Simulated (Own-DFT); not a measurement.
# Bulk modulus against bond length in tetrahedral crystals

The numbers are computed, not measured, by runs of the plane-wave DFT program Own-DFT (in-house, retired, unreviewed) at fixed positions, with no spin and no spin-orbit coupling.

Known weak points (not all hold for every row): forces on such cells moved up to 12 meV/angstrom on a denser k mesh; forces not confirmed at this smearing and k mesh; k mesh not checked against a denser one; forces on such cells passed a denser k mesh, each cell not checked; stress not checked against mesh or cutoff.

All runs are PBE with PseudoDojo norm-conserving files; cutoff and k mesh are each material's own. Every cell starts from measured lattice constants and was given uniform random strains and small random moves of its atoms. Each triple is the change of volume in per cent, the rms move u in Å and the pressure in GPa.

- 3C SiC (C32Si32), 10.36 Å³/atom unstrained: (-3.45, 0.050, 14.03); (-3.26, 0.049, 13.81); (-3.25, 0.050, 13.36); (-2.96, 0.053, 14.38); (-1.22, 0.047, 8.24); (-0.20, 0.046, 6.27); (3.78, 0.051, -2.38)
- wurtzite AlN (Al36N36), 10.45 Å³/atom unstrained: (-2.04, 0.048, 10.24); (-1.34, 0.046, 8.71); (-0.97, 0.053, 8.40); (-0.51, 0.048, 6.37); (-0.24, 0.051, 6.39); (1.20, 0.052, 3.38); (1.57, 0.047, 2.17)
- wurtzite GaN (Ga48N48), 11.42 Å³/atom unstrained: (-2.71, 0.049, 12.77); (-0.48, 0.053, 8.37); (0.30, 0.048, 6.23); (0.68, 0.049, 5.58); (0.70, 0.053, 5.90); (1.61, 0.051, 4.21); (3.48, 0.049, 0.78)
- diamond silicon (Si64), 20.02 Å³/atom unstrained: (-3.85, 0.047, 6.77); (-2.26, 0.053, 5.28); (0.39, 0.049, 2.23); (1.47, 0.050, 1.21); (2.29, 0.047, 0.38); (2.59, 0.050, 0.22); (2.93, 0.053, 0.37)
- zincblende GaAs (As32Ga32), 22.58 Å³/atom unstrained: withheld
- grey tin (Sn64), 34.15 Å³/atom unstrained: (-2.07, 0.052, 4.90); (-1.21, 0.052, 4.50); (0.32, 0.054, 3.64); (0.76, 0.052, 3.32); (1.68, 0.050, 2.99); (1.80, 0.054, 2.89); (1.80, 0.050, 2.95)

## Working it out

Fit a line to each set against the fractional change of volume; B is minus its slope, and u is nearly the same within a set. To take it to zero pressure, assume that B rises by 4 GPa for each GPa: B0 = B - 4 x (mean pressure). The bond length of an ideal tetrahedral crystal with the unstrained volume v is d = (√3/4)(8 v)^(1/3). Cohen's empirical rule reads B0 = (1971 - 220 L) d^(-3.5) GPa, with L = 0 for group IV crystals and SiC and 1 for III-V compounds.

```
material,L,d (Å),B (GPa),mean P (GPa),B0 (GPa),rule (GPa)
3C SiC (C32Si32),0,1.888,234 ± 11,9.7,195 ± 11,213
wurtzite AlN (Al36N36),1,1.893,221 ± 11,6.5,195 ± 11,188
wurtzite GaN (Ga48N48),1,1.950,194 ± 7,6.3,169 ± 7,169
diamond silicon (Si64),0,2.352,101 ± 4,2.3,91 ± 4,99
zincblende GaAs (As32Ga32),1,2.448,?,?,?,76
grey tin (Sn64),0,2.810,52 ± 2,3.6,37 ± 2,53
```

A line through ln[B0/(1971 - 220 L)] against ln d has a slope of -4.3 ± 0.2 and a scatter of 8 %. Against the rule, B0 stands at 91 % for 3C SiC, 104 % for wurtzite AlN, 100 % for wurtzite GaN, 92 % for diamond silicon, 71 % for grey tin. PBE tends to make silicon and heavier crystals too soft, and the rule itself is only a guide.

## Check

The question: what B0 does the fitted trend give for zincblende GaAs (As32Ga32)?

The straight line predicts 63 GPa. Its own runs give B = 79 ± 3 GPa at a mean pressure of 4.4 GPa, so B0 = 61 GPa.
